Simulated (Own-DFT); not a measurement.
# Stretching a layer in its plane: grey tin, 64 atoms (Sn64)

The numbers are computed, not measured, by runs of the plane-wave DFT program Own-DFT (in-house, retired, unreviewed) at fixed positions, with no spin and no spin-orbit coupling.

Common settings: PBE; PseudoDojo norm-conserving scalar-relativistic files; cutoff 42 hartree; 3 x 3 x 3 k mesh centred on Gamma; cold (Marzari-Vanderbilt) smearing of 0.2 eV.

Keep in mind: forces on such cells moved up to 12 meV/angstrom on a denser k mesh; stress not checked against mesh or cutoff.

Unstrained cell vectors in Å: (12.978, 0.000, 0.000); (0.000, 12.978, 0.000); (0.000, 0.000, 12.978). The unstrained cell has measured lattice constants (interpolated for alloys), not those of this functional. That, the random moves and any unrelaxed bonds set the pressure at no strain. Each run strains x and y alike by e, as a substrate would, and holds the height along z. All atoms carry random offsets, Gaussian with a width of 0.05 Å per axis. Stress is positive in tension.

```
e (%),u (Å),(s_xx + s_yy)/2 (GPa),s_zz (GPa)
-2.50,0.049,-6.83,-6.14
-2.50,0.048,-6.85,-6.13
-2.00,0.050,-6.11,-5.59
-2.00,0.050,-6.17,-5.50
-1.50,0.050,-5.50,-5.04
-1.50,0.055,-5.48,-5.02
-1.00,0.051,-4.77,-4.50
-1.00,0.047,-4.77,-4.50
-0.50,0.051,?,?
0.25,0.054,-3.33,-3.50
0.25,0.050,-3.34,-3.42
```

## Worked fit

With e as a fraction, the in-plane stress is -3.6 + 113 e - 683 e² GPa (errors 3 and 128, scatter 0.03), and s_zz is -3.6 + 78 e - 876 e² GPa (slope ± 3, scatter 0.03). At e = 0 the first slope is C11 + C12 and the second 2 C12, both with the ions held to the strained lattice and at the cell's own pressure. The term in e² is negative: the layer stiffens under compression and softens under tension. A free layer would change its height as e changes, and the in-plane slope would drop by 2 C12²/C11 to the biaxial modulus. At fixed height, a misfit of 1 % moves the in-plane stress by about 1.1 GPa and s_zz by 0.8 GPa.

## The run left out

Q: what are the two stresses at e = -0.50 %?

Estimate: -4.2 and -4.1 GPa. DFT gave -4.19 and -4.05 GPa.
